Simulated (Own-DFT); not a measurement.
## Calculated data, SiC (twinned 3C silicon carbide, atoms displaced), SiC (4H silicon carbide, atoms displaced), SiC (2H silicon carbide, atoms displaced), GaP (zincblende, strained, atoms displaced)

All values are calculated (Own-DFT development build). A calculation, not a measurement: plane-wave PBE density functional theory by an unreviewed code, no spin, of a simulated periodic cell, stress positive in tension, free energy of the whole cell less one offset for each atom, forces on such cells passed a denser k mesh, this cell's mesh not checked; offsets are fitted by least squares, one for each functional and potential file, so energies compare only between cells with the same atoms and settings and are not formation energies; the far tail of each file's local potential was reset to the Coulomb form; each entry is a single point on an unrelaxed cell, so the pressure reflects the starting lattice, mostly measured values (interpolated for alloys), from which strain is counted, and rises with the displacements; printed positions are rounded, which can move forces by about a meV/angstrom; the program, named Own-DFT, is a retired in-house code; no spin-orbit coupling.

Common to all runs: functional PBE; potential files PseudoDojo norm-conserving, scalar-relativistic, standard set; wave cutoff 42 hartree; occupations Fermi-Dirac; smearing width 0.1 eV; hardware one NVIDIA H100.

(1) 
```cif
# cell vector a (Å): 4.3596 -4.3596 0.0000
# cell vector b (Å): 0.0000 4.3596 -4.3596
# cell vector c (Å): 8.7192 8.7192 8.7192
data_SiC
_symmetry_space_group_name_H-M 'P 1'
_symmetry_Int_Tables_number 1
_cell_length_a 6.1654
_cell_length_b 6.1654
_cell_length_c 15.1021
_cell_angle_alpha 90.000
_cell_angle_beta 90.000
_cell_angle_gamma 120.000
_cell_volume 497.15
loop_
_atom_site_label
_atom_site_type_symbol
_atom_site_fract_x
_atom_site_fract_y
_atom_site_fract_z
_atom_site_occupancy
Si1 Si 0.00422 0.00115 0.43486 1
C1 C 0.99833 0.00474 0.06317 1
Si2 Si 0.16631 0.33665 0.10657 1
C2 C 0.15308 0.33105 0.23032 1
Si3 Si 0.33450 0.17013 0.27266 1
C3 C 0.33196 0.17057 0.39512 1
Si4 Si 0.99685 0.49973 0.43742 1
C4 C 0.99300 0.49599 0.06223 1
Si5 Si 0.17263 0.83597 0.10454 1
C5 C 0.17551 0.83215 0.22933 1
Si6 Si 0.33567 0.66231 0.27429 1
C6 C 0.33375 0.66203 0.39371 1
Si7 Si 0.50015 0.00198 0.43938 1
C7 C 0.50304 0.00565 0.06075 1
Si8 Si 0.67028 0.33631 0.10521 1
C8 C 0.66216 0.32389 0.22910 1
Si9 Si 0.83392 0.17023 0.27341 1
C9 C 0.83460 0.16921 0.39808 1
Si10 Si 0.48750 0.48936 0.43978 1
C10 C 0.49262 0.49584 0.06280 1
Si11 Si 0.67017 0.83403 0.10140 1
C11 C 0.67417 0.83473 0.22674 1
Si12 Si 0.83712 0.65859 0.27162 1
C12 C 0.83534 0.66628 0.39668 1
Si13 Si 0.00007 0.99573 0.94338 1
C13 C 0.99717 0.00265 0.56306 1
Si14 Si 0.84548 0.67051 0.60674 1
C14 C 0.83695 0.67005 0.72954 1
Si15 Si 0.66377 0.83213 0.77106 1
C15 C 0.66882 0.82905 0.89714 1
Si16 Si 0.00526 0.49981 0.93480 1
C16 C 0.99731 0.49980 0.56226 1
Si17 Si 0.83289 0.16433 0.60558 1
C17 C 0.83563 0.16648 0.72728 1
Si18 Si 0.67554 0.33274 0.77147 1
C18 C 0.67440 0.33320 0.89584 1
Si19 Si 0.50624 0.00468 0.93668 1
C19 C 0.50346 0.99785 0.56102 1
Si20 Si 0.32317 0.66157 0.60376 1
C20 C 0.34236 0.66878 0.72929 1
Si21 Si 0.15879 0.83313 0.77532 1
C21 C 0.16448 0.82969 0.89332 1
Si22 Si 0.49171 0.49315 0.93556 1
C22 C 0.50258 0.49712 0.56117 1
Si23 Si 0.33846 0.17083 0.60600 1
C23 C 0.32918 0.16281 0.72743 1
Si24 Si 0.17534 0.34395 0.77101 1
C24 C 0.17129 0.33433 0.89323 1
_calc_k_mesh '5 x 5 x 2 centred on Gamma'
_calc_free_energy_of_cell_above_offsets '-7.322'  # eV
_calc_pressure 3.63  # GPa
_calc_stress_xx -3.9  # GPa
_calc_stress_yy -3.26  # GPa
_calc_stress_zz -3.73  # GPa
_calc_stress_yz -1.73  # GPa
_calc_stress_xz -0.88  # GPa
_calc_stress_xy -1.2  # GPa
_calc_wall_time 189.4  # s
```

Force:
| element | x (eV/Å) | y (eV/Å) | z (eV/Å) |
| --- | --- | --- | --- |
| Si | -0.044 | 1.131 | 1.055 |
| C | 1.142 | -0.408 | 0.628 |
| Si | -0.518 | 0.097 | -0.069 |
| C | 1.524 | -1.031 | -0.252 |
| Si | -1.197 | -0.58 | -0.061 |
| C | 0.29 | -0.694 | 0.781 |
| Si | 0.459 | -0.173 | -0.163 |
| C | 0.914 | -0.35 | -0.928 |
| Si | -0.346 | 0.081 | 0.178 |
| C | -0.152 | 0.714 | 0.105 |
| Si | -0.688 | -1.139 | -1.685 |
| C | 0.893 | 1.565 | 0.594 |
| Si | -0.562 | -0.853 | -0.126 |
| C | 0.09 | -0.034 | 0.501 |
| Si | -0.971 | 0.148 | 0.152 |
| C | 0.422 | 0.667 | -0.561 |
| Si | -1.006 | -0.588 | 0.906 |
| C | -0.563 | -0.299 | -0.016 |
| Si | 1.073 | -0.456 | -1.63 |
| C | 0.445 | -0.358 | -0.329 |
| Si | -0.264 | 0.977 | 0.663 |
| C | 0.205 | 0.497 | 0.967 |
| Si | -0.329 | 0.386 | -1.027 |
| C | -0.752 | 0.188 | 0.103 |
| Si | -1.223 | -1.143 | -1.586 |
| C | 0.634 | -1.043 | -0.053 |
| Si | -1.642 | 0.562 | -0.668 |
| C | -0.166 | 0.144 | 0.773 |
| Si | 1.01 | -0.393 | -0.356 |
| C | -0.188 | 0.206 | -0.382 |
| Si | 0.415 | 0.67 | 0.626 |
| C | 0.224 | -0.206 | 0.427 |
| Si | -0.544 | -0.418 | -0.579 |
| C | 0.883 | 0.529 | 0.468 |
| Si | -1.245 | 0.429 | -0.268 |
| C | -0.684 | 0.356 | -0.274 |
| Si | -0.434 | -0.255 | 0.597 |
| C | 0.034 | 1.179 | 0.702 |
| Si | 1.245 | -0.956 | -0.435 |
| C | -1.12 | 1.241 | -0.201 |
| Si | -0.384 | -1.98 | -1.729 |
| C | 1.731 | 1.328 | 0.663 |
| Si | 1.538 | -0.207 | -0.021 |
| C | 0.77 | 1.184 | 0.357 |
| Si | -1.08 | -0.641 | -0.027 |
| C | 1.544 | 0.595 | 0.379 |
| Si | -1.05 | -1.135 | 0.648 |
| C | -0.333 | 0.465 | 1.155 |

(2) 
```cif
# cell vector a (Å): 6.1654 0.0000 0.0000
# cell vector b (Å): -3.0827 5.3394 0.0000
# cell vector c (Å): 0.0000 0.0000 10.0681
data_SiC
_symmetry_space_group_name_H-M 'P 1'
_symmetry_Int_Tables_number 1
_cell_length_a 6.1654
_cell_length_b 6.1654
_cell_length_c 10.0681
_cell_angle_alpha 90.000
_cell_angle_beta 90.000
_cell_angle_gamma 120.000
_cell_volume 331.44
loop_
_atom_site_label
_atom_site_type_symbol
_atom_site_fract_x
_atom_site_fract_y
_atom_site_fract_z
_atom_site_occupancy
Si1 Si 0.99743 0.00015 0.41804 1
Si2 Si 0.17153 0.38323 0.16982 1
C1 C 0.00062 0.98116 0.09393 1
C2 C 0.13632 0.32056 0.35561 1
Si3 Si 0.95876 0.46530 0.41292 1
Si4 Si 0.16394 0.83893 0.14947 1
C3 C 0.00397 0.49082 0.09676 1
C4 C 0.17696 0.86474 0.32396 1
Si5 Si 0.49996 0.01899 0.39561 1
Si6 Si 0.67257 0.33148 0.17116 1
C5 C 0.50865 0.98577 0.08884 1
C6 C 0.68184 0.34028 0.34201 1
Si7 Si 0.49722 0.47487 0.38470 1
Si8 Si 0.66987 0.80290 0.16196 1
C7 C 0.48652 0.48505 0.07889 1
C8 C 0.66142 0.82577 0.32546 1
Si9 Si 0.00902 0.98811 0.92522 1
Si10 Si 0.82688 0.66654 0.65843 1
C9 C 0.97696 0.01030 0.61258 1
C10 C 0.82928 0.66479 0.84918 1
Si11 Si 0.00455 0.49938 0.91144 1
Si12 Si 0.82944 0.19062 0.65759 1
C11 C 0.02835 0.49582 0.59351 1
C12 C 0.87837 0.20291 0.87086 1
Si13 Si 0.45856 0.01277 0.90644 1
Si14 Si 0.31202 0.65670 0.64792 1
C13 C 0.50631 0.02644 0.59061 1
C14 C 0.31621 0.65893 0.82554 1
Si15 Si 0.49514 0.50573 0.89730 1
Si16 Si 0.36091 0.17315 0.65600 1
C15 C 0.52785 0.52513 0.59668 1
C16 C 0.33497 0.18495 0.84422 1
_calc_k_mesh '5 x 5 x 3 centred on Gamma'
_calc_free_energy_of_cell_above_offsets '7.880'  # eV
_calc_pressure 13.03  # GPa
_calc_stress_xx -13.13  # GPa
_calc_stress_yy -10.9  # GPa
_calc_stress_zz -15.04  # GPa
_calc_stress_yz -1.02  # GPa
_calc_stress_xz -3.51  # GPa
_calc_stress_xy -0.01  # GPa
_calc_wall_time 125.6  # s
```

Force:
| element | x (eV/Å) | y (eV/Å) | z (eV/Å) |
| --- | --- | --- | --- |
| Si | -0.461 | -1.673 | -1.06 |
| Si | 4.869 | -5.219 | -0.318 |
| C | -2.025 | 1.724 | 2.574 |
| C | 2.077 | 1.273 | -1.634 |
| Si | 6.02 | 5.888 | 1.773 |
| Si | 2.808 | -0.689 | -0.236 |
| C | -4.478 | 2.983 | -0.422 |
| C | -0.234 | -1.263 | 5.386 |
| Si | 0.616 | -4.162 | 0.762 |
| Si | -0.113 | -1.407 | -7.583 |
| C | -1.42 | 0.506 | 1.561 |
| C | -3.441 | -2.089 | -0.155 |
| Si | -3.724 | 3.698 | 4.152 |
| Si | -0.776 | 2.078 | -7.294 |
| C | 0.474 | 0.399 | 4.374 |
| C | -0.338 | 0.013 | 7.235 |
| Si | -2.752 | 1.724 | -4.691 |
| Si | 2.587 | 2.522 | 1.834 |
| C | 3.666 | -0.923 | -2.695 |
| C | 0.85 | 0.043 | -0.372 |
| Si | -1.03 | 3.723 | 0.181 |
| Si | 1.554 | -1.881 | 3.698 |
| C | -8.227 | -1.021 | -3.206 |
| C | -2.235 | -7.294 | -4.253 |
| Si | 7.119 | -1.845 | 0.87 |
| Si | 6.796 | 4.504 | 1.343 |
| C | 2.125 | -3.179 | -2.252 |
| C | 0.346 | 2.288 | 3.348 |
| Si | -0.401 | 1.161 | 0.052 |
| Si | -6.076 | 2.295 | 1.293 |
| C | -2.918 | -3.384 | -2.741 |
| C | -1.257 | -0.796 | -1.524 |

(3) 
```cif
# cell vector a (Å): 6.1654 0.0000 0.0000
# cell vector b (Å): -3.0827 5.3394 0.0000
# cell vector c (Å): 0.0000 0.0000 10.0681
data_SiC
_symmetry_space_group_name_H-M 'P 1'
_symmetry_Int_Tables_number 1
_cell_length_a 6.1654
_cell_length_b 6.1654
_cell_length_c 10.0681
_cell_angle_alpha 90.000
_cell_angle_beta 90.000
_cell_angle_gamma 120.000
_cell_volume 331.44
loop_
_atom_site_label
_atom_site_type_symbol
_atom_site_fract_x
_atom_site_fract_y
_atom_site_fract_z
_atom_site_occupancy
Si1 Si 0.00110 0.98477 0.99235 1
Si2 Si 0.15179 0.36568 0.24822 1
C1 C 0.01236 0.99374 0.20512 1
C2 C 0.17103 0.33365 0.43415 1
Si3 Si 0.00814 0.00470 0.49622 1
Si4 Si 0.18608 0.32275 0.73496 1
C3 C 0.01217 0.99099 0.70408 1
C4 C 0.18032 0.35023 0.93127 1
Si5 Si 0.03433 0.52560 0.00530 1
Si6 Si 0.14452 0.84618 0.25316 1
C5 C 0.99841 0.53287 0.17422 1
C6 C 0.18475 0.83464 0.46055 1
Si7 Si 0.01525 0.51498 0.50972 1
Si8 Si 0.18527 0.86012 0.75985 1
C7 C 0.00962 0.49798 0.69535 1
C8 C 0.12899 0.81687 0.92727 1
Si9 Si 0.50797 0.99307 0.99421 1
Si10 Si 0.66458 0.31719 0.22836 1
C9 C 0.49161 0.01304 0.18332 1
C10 C 0.67539 0.37693 0.42717 1
Si11 Si 0.51090 0.00905 0.50824 1
Si12 Si 0.64923 0.34708 0.73649 1
C11 C 0.52169 0.98112 0.68943 1
C12 C 0.66690 0.34532 0.92889 1
Si13 Si 0.46771 0.45831 0.99752 1
Si14 Si 0.66906 0.82624 0.24016 1
C13 C 0.52235 0.49006 0.19693 1
C14 C 0.65615 0.83500 0.44521 1
Si15 Si 0.49868 0.48874 0.49042 1
Si16 Si 0.64054 0.81828 0.74849 1
C15 C 0.45686 0.46035 0.68176 1
C16 C 0.66436 0.86542 0.93730 1
_calc_k_mesh '5 x 5 x 3 centred on Gamma'
_calc_free_energy_of_cell_above_offsets '8.414'  # eV
_calc_pressure 13.85  # GPa
_calc_stress_xx -22.19  # GPa
_calc_stress_yy -10.11  # GPa
_calc_stress_zz -9.25  # GPa
_calc_stress_yz 1.7  # GPa
_calc_stress_xz 1.29  # GPa
_calc_stress_xy 6.5  # GPa
_calc_wall_time 120.3  # s
```

Force:
| element | x (eV/Å) | y (eV/Å) | z (eV/Å) |
| --- | --- | --- | --- |
| Si | -3.546 | 2.828 | 1.617 |
| Si | 3.813 | -2.176 | 0.655 |
| C | -8.836 | 5.978 | -5.139 |
| C | -1.815 | 0.522 | 0.083 |
| Si | -0.692 | -1.112 | 1.438 |
| Si | -11.41 | -3.701 | 5.53 |
| C | -3.513 | 0.181 | -3.431 |
| C | -2.453 | -2.762 | -0.026 |
| Si | -2.137 | -2.956 | -4.886 |
| Si | 8.898 | -3.028 | 3.735 |
| C | 1.236 | -1.723 | 3.581 |
| C | -1.89 | 1.466 | -3.758 |
| Si | -0.731 | -1.89 | -0.126 |
| Si | 2.569 | -4.097 | -3.585 |
| C | -1.14 | 0.459 | -0.852 |
| C | 4.234 | 1.093 | 2.827 |
| Si | -5.957 | 4.196 | 1.499 |
| Si | 0.882 | 3.026 | 4.116 |
| C | 1.421 | -4.996 | -0.882 |
| C | 5.711 | -4.152 | -0.165 |
| Si | 0.259 | 1.069 | -1.283 |
| Si | 5.836 | -1.962 | 2.791 |
| C | -6.907 | 4.948 | -1.38 |
| C | 0.527 | -1.144 | 0.588 |
| Si | 3.864 | 3.985 | 2.13 |
| Si | -0.921 | 0.453 | 2.003 |
| C | -5.998 | 1.746 | -3.2 |
| C | 1.882 | 0.172 | -1.481 |
| Si | -3.344 | 2.847 | 1.05 |
| Si | 6.323 | -1.7 | 2.677 |
| C | 8.225 | 7.477 | -4.456 |
| C | 5.614 | -5.048 | -1.67 |

(4) 
```cif
# cell vector a (Å): 10.8620 0.0000 0.0000
# cell vector b (Å): 0.0000 10.8620 0.0000
# cell vector c (Å): 0.0000 0.0000 10.9439
data_GaP
_symmetry_space_group_name_H-M 'P 1'
_symmetry_Int_Tables_number 1
_cell_length_a 10.8620
_cell_length_b 10.8620
_cell_length_c 10.9439
_cell_angle_alpha 90.000
_cell_angle_beta 90.000
_cell_angle_gamma 90.000
_cell_volume 1291.19
loop_
_atom_site_label
_atom_site_type_symbol
_atom_site_fract_x
_atom_site_fract_y
_atom_site_fract_z
_atom_site_occupancy
Ga1 Ga 0.99932 0.99996 0.00295 1
Ga2 Ga 0.99933 0.24877 0.24998 1
Ga3 Ga 0.25076 0.99462 0.25050 1
Ga4 Ga 0.24904 0.24346 0.00313 1
P1 P 0.12434 0.12183 0.12406 1
P2 P 0.12287 0.37906 0.37787 1
P3 P 0.37519 0.12980 0.37787 1
P4 P 0.37570 0.37372 0.12146 1
Ga5 Ga 0.00222 0.99994 0.49757 1
Ga6 Ga 0.99910 0.24872 0.74747 1
Ga7 Ga 0.24902 0.00350 0.74863 1
Ga8 Ga 0.25097 0.24886 0.50086 1
P5 P 0.12391 0.12370 0.62177 1
P6 P 0.12435 0.37323 0.87898 1
P7 P 0.37401 0.12049 0.87905 1
P8 P 0.37462 0.37441 0.63092 1
Ga9 Ga 0.00064 0.49901 0.99542 1
Ga10 Ga 0.99948 0.75217 0.24921 1
Ga11 Ga 0.24915 0.50002 0.25175 1
Ga12 Ga 0.25092 0.74556 0.00429 1
P9 P 0.12017 0.62405 0.12572 1
P10 P 0.12069 0.87865 0.37461 1
P11 P 0.37499 0.62600 0.37587 1
P12 P 0.37526 0.87171 0.12346 1
Ga13 Ga 0.99555 0.50231 0.50252 1
Ga14 Ga 0.99944 0.74574 0.75045 1
Ga15 Ga 0.25143 0.50168 0.75017 1
Ga16 Ga 0.25120 0.74883 0.50581 1
P13 P 0.12555 0.62191 0.62380 1
P14 P 0.12606 0.87177 0.87698 1
P15 P 0.37798 0.62639 0.87472 1
P16 P 0.37473 0.87741 0.62738 1
Ga17 Ga 0.49775 0.00042 0.00406 1
Ga18 Ga 0.50101 0.25075 0.25006 1
Ga19 Ga 0.74711 0.99600 0.25149 1
Ga20 Ga 0.75157 0.25420 0.99862 1
P17 P 0.62867 0.12678 0.11923 1
P18 P 0.62878 0.37498 0.37484 1
P19 P 0.87577 0.12827 0.37368 1
P20 P 0.87917 0.37928 0.12806 1
Ga21 Ga 0.49944 0.00166 0.50225 1
Ga22 Ga 0.50123 0.24852 0.75049 1
Ga23 Ga 0.75471 0.99611 0.75075 1
Ga24 Ga 0.74906 0.25345 0.49707 1
P21 P 0.62873 0.12706 0.62660 1
P22 P 0.62465 0.37326 0.87275 1
P23 P 0.87859 0.11933 0.87565 1
P24 P 0.87736 0.37450 0.62556 1
Ga25 Ga 0.49491 0.50316 0.00434 1
Ga26 Ga 0.49631 0.75093 0.25220 1
Ga27 Ga 0.75154 0.49409 0.24371 1
Ga28 Ga 0.75626 0.74923 0.99879 1
P25 P 0.62657 0.62932 0.12599 1
P26 P 0.63214 0.87220 0.37472 1
P27 P 0.87539 0.62586 0.38042 1
P28 P 0.87659 0.87465 0.12933 1
Ga29 Ga 0.49912 0.49874 0.49390 1
Ga30 Ga 0.50220 0.74764 0.74888 1
Ga31 Ga 0.74940 0.49874 0.74762 1
Ga32 Ga 0.75021 0.75470 0.50191 1
P29 P 0.62333 0.62765 0.62461 1
P30 P 0.62313 0.87822 0.87864 1
P31 P 0.87789 0.62379 0.86439 1
P32 P 0.87533 0.87136 0.62600 1
_calc_k_mesh '3 x 3 x 3 centred on Gamma'
_calc_free_energy_of_cell_above_offsets '-35.116'  # eV
_calc_pressure 3.1  # GPa
_calc_stress_xx -3.31  # GPa
_calc_stress_yy -3.28  # GPa
_calc_stress_zz -2.71  # GPa
_calc_stress_yz 0.26  # GPa
_calc_stress_xz 0.23  # GPa
_calc_stress_xy 0.1  # GPa
_calc_wall_time 502.4  # s
```

Force:
| element | x (eV/Å) | y (eV/Å) | z (eV/Å) |
| --- | --- | --- | --- |
| Ga | 0.215 | -0.523 | -0.232 |
| Ga | 0.512 | 0.236 | 0.045 |
| Ga | 0.098 | 0.572 | 0.082 |
| Ga | 0.028 | 0.427 | -0.295 |
| P | 0.095 | 0.081 | 0.63 |
| P | 0.119 | -0.511 | -0.077 |
| P | 0.108 | -0.721 | -0.59 |
| P | -0.4 | -0.039 | 0.694 |
| Ga | -0.745 | 0.152 | 0.309 |
| Ga | 0.242 | -0.126 | 0.439 |
| Ga | -0.216 | -0.399 | 0.355 |
| Ga | -0.298 | 0.601 | 0.161 |
| P | 0.103 | 0.209 | 0.256 |
| P | 0.408 | -0.247 | -0.613 |
| P | 0.095 | 0.463 | -0.495 |
| P | 0.199 | -0.009 | -0.749 |
| Ga | -0.222 | 0.317 | 0.145 |
| Ga | -0.033 | -0.425 | 0.519 |
| Ga | -0.027 | -0.093 | -0.274 |
| Ga | -0.277 | 0.013 | -0.458 |
| P | 0.406 | -0.071 | 0.011 |
| P | 0.818 | -0.874 | 0.124 |
| P | -0.303 | 0.002 | -0.075 |
| P | -0.028 | 0.236 | 0.444 |
| Ga | 0.37 | -0.181 | -0.127 |
| Ga | 0.79 | 0.633 | -0.406 |
| Ga | -0.237 | -0.173 | 0.446 |
| Ga | -0.259 | 0.396 | -0.481 |
| P | -0.027 | 0.211 | 0.291 |
| P | -0.067 | 0.177 | -0.111 |
| P | -0.406 | -0.061 | 0.057 |
| P | 0.153 | -0.224 | -0.042 |
| Ga | 0.293 | -0.044 | -0.14 |
| Ga | 0.202 | -0.094 | -0.206 |
| Ga | 0.403 | 0.801 | -0.36 |
| Ga | 0.461 | -0.136 | -0.175 |
| P | -0.302 | -0.184 | 0.827 |
| P | -0.465 | 0.182 | -0.413 |
| P | -0.369 | -0.525 | 0.14 |
| P | 0.059 | -0.711 | -0.892 |
| Ga | 0.45 | -0.062 | -0.217 |
| Ga | -0.172 | -0.266 | 0.224 |
| Ga | -0.473 | 0.198 | 0.086 |
| Ga | 0.39 | -0.364 | 0.466 |
| P | 0.003 | -0.323 | -0.127 |
| P | -0.112 | 0.598 | 0.466 |
| P | -0.285 | 0.741 | -0.036 |
| P | -0.464 | -0.045 | -0.128 |
| Ga | 0.881 | -0.096 | -0.455 |
| Ga | 0.622 | 0.014 | -0.008 |
| Ga | -0.26 | 1.129 | 0.841 |
| Ga | -0.234 | 0.115 | -0.224 |
| P | -0.072 | -0.432 | -0.061 |
| P | -1.425 | 0.383 | 0.224 |
| P | -0.411 | 0.043 | -0.811 |
| P | -0.258 | 0.108 | -0.511 |
| Ga | 0.102 | -0.034 | 0.774 |
| Ga | -0.064 | 0.645 | 0.355 |
| Ga | -0.26 | -0.061 | -0.138 |
| Ga | 0.127 | -0.745 | 0.096 |
| P | 0.199 | -0.517 | -0.45 |
| P | 0.312 | -0.472 | -0.282 |
| P | -0.594 | -0.37 | 1.282 |
| P | 0.499 | 0.474 | -0.132 |
